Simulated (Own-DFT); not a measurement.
# One host, several defects: C40 NbSi2

The numbers are computed, not measured, by runs of the plane-wave DFT program Own-DFT (in-house, retired, unreviewed) at fixed positions, with no spin and no spin-orbit coupling.

All runs used: PBE; PseudoDojo norm-conserving scalar-relativistic files; cutoff 42 hartree; 4 x 4 x 5 k mesh centred on Gamma; cold (Marzari-Vanderbilt) smearing of 0.2 eV.

Limits: forces on such cells failed a check on a denser k mesh; stress not checked against mesh or cutoff.

All runs share one cell, with vectors in Å (0.000, 8.324, 0.000); (-9.613, 0.000, 0.000); (0.000, 0.000, 6.586) and a volume of 527.0 Å³. u is the rms random offset of the atoms per axis. The defect's site can differ from row to row.

```
                    cell   formula   u (Å)  P (GPa)
               no defect  Nb12Si24  0.0186     1.49
               no defect  Nb12Si24  0.0193     1.48
               no defect  Nb12Si24  0.0452     2.36
        two Nb vacancies  Nb10Si24  0.0314    -0.11
        two Nb vacancies  Nb10Si24  0.0317    -0.28
        two Nb vacancies  Nb10Si24  0.0517     0.69
          one Si vacancy  Nb12Si23  0.0265     0.87
          one Si vacancy  Nb12Si23  0.0466     1.76
          one Si vacancy  Nb12Si23  0.0485     1.40
two Nb on a Si site each  Nb14Si22  0.0293        ?
two Nb on a Si site each  Nb14Si22  0.0295     7.52
two Nb on a Si site each  Nb14Si22  0.0550     8.27
two Nb on a Si site each  Nb14Si22  0.0552     8.11
two Si on a Nb site each  Nb10Si26  0.0299     1.55
two Si on a Nb site each  Nb10Si26  0.0492     2.42
two Si on a Nb site each  Nb10Si26  0.0519     2.57
```

## Analysis

P = P0 + c u² + a shift for each defect gives P0 = 1.36 GPa, c = 453 ± 50 GPa/Å² and a scatter of 0.16 GPa. The shifts, and each times the cell's volume:

- two Nb on a Si site each: 5.56 ± 0.15 GPa, 18.3 eV (9.1 eV for each of its 2 sites)
- two Si on a Nb site each: -0.09 ± 0.14 GPa, -0.3 eV (-0.1 eV for each of its 2 sites) (not resolved)
- one Si vacancy: -0.81 ± 0.14 GPa, -2.7 eV
- two Nb vacancies: -1.97 ± 0.14 GPa, -6.5 eV (-3.2 eV for each of its 2 sites)

A positive shift means that the defect pushes the cell outwards. Shift times volume (160.2 GPa Å³ is 1 eV) depends little on the cell's size, so, taken for each site, it can be compared between cells at like pressure. The atoms around the defects weren't relaxed, which would change these numbers.

## Test on the hidden row

Question: what pressure belongs in the blank (two Nb on a Si site each, u = 0.0293 Å)?

The fit gives 7.31 ± 0.20 GPa. The hidden result is 7.35 GPa.
